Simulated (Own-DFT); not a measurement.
# Stretching a layer in its plane: grey tin, 32 atoms (Sn32)

The numbers are computed, not measured, by runs of the plane-wave DFT program Own-DFT (in-house, retired, unreviewed) at fixed positions, with no spin and no spin-orbit coupling.

All runs used: PBE; PseudoDojo norm-conserving scalar-relativistic files; cutoff 42 hartree; 3 x 3 x 5 k mesh centred on Gamma; cold (Marzari-Vanderbilt) smearing of 0.2 eV.

Known weak points: forces on such cells failed a check on a denser k mesh; stress not checked against mesh or cutoff.

Unstrained cell vectors in Å: (12.978, 0.000, 0.000); (0.000, 12.978, 0.000); (0.000, 0.000, 6.489). The unstrained cell has measured lattice constants (interpolated for alloys), not those of this functional. That, the random moves and any unrelaxed bonds set the pressure at no strain. Each run strains x and y alike by e, as a substrate would, and holds the height along z. All atoms carry random offsets, Gaussian with a width of 0.05 Å per axis. Stress is positive in tension.

```
e (%)  u (Å)  (s_xx + s_yy)/2 (GPa)  s_zz (GPa)
-2.50  0.048                  -6.78       -5.99
-2.50  0.048                  -6.78       -6.05
-2.00  0.053                      ?           ?
-1.50  0.052                  -5.49       -5.04
-1.50  0.051                  -5.45       -5.03
-1.00  0.052                  -4.85       -4.56
-1.00  0.053                  -4.90       -4.75
-0.50  0.051                  -4.20       -3.98
-0.50  0.054                  -4.28       -4.09
 1.75  0.051                  -1.73       -2.22
 1.75  0.048                  -1.77       -2.25
 2.25  0.050                  -1.29       -1.91
 2.25  0.052                  -1.28       -1.94
 2.50  0.050                  -1.07       -1.74
 2.50  0.053                  -1.21       -1.84
 3.00  0.044                  -0.55       -1.36
 3.00  0.047                  -0.56       -1.34
```

## Worked fit

With e as a fraction, the in-plane stress is -3.7 + 115 e - 400 e² GPa (errors 1 and 55, scatter 0.05), and s_zz is -3.7 + 86 e - 331 e² GPa (slope ± 1, scatter 0.07). At e = 0 the first slope is C11 + C12 and the second 2 C12, both with the ions held to the strained lattice and at the cell's own pressure. The term in e² is negative: the layer stiffens under compression and softens under tension. A free layer would change its height as e changes, and the in-plane slope would drop by 2 C12²/C11 to the biaxial modulus. At fixed height, a misfit of 1 % moves the in-plane stress by about 1.1 GPa and s_zz by 0.9 GPa.

## Prediction

The question: what are the two stresses at e = -2.00 %?

From the fit: -6.1 and -5.5 GPa. Computed: -6.15 and -5.54 GPa.
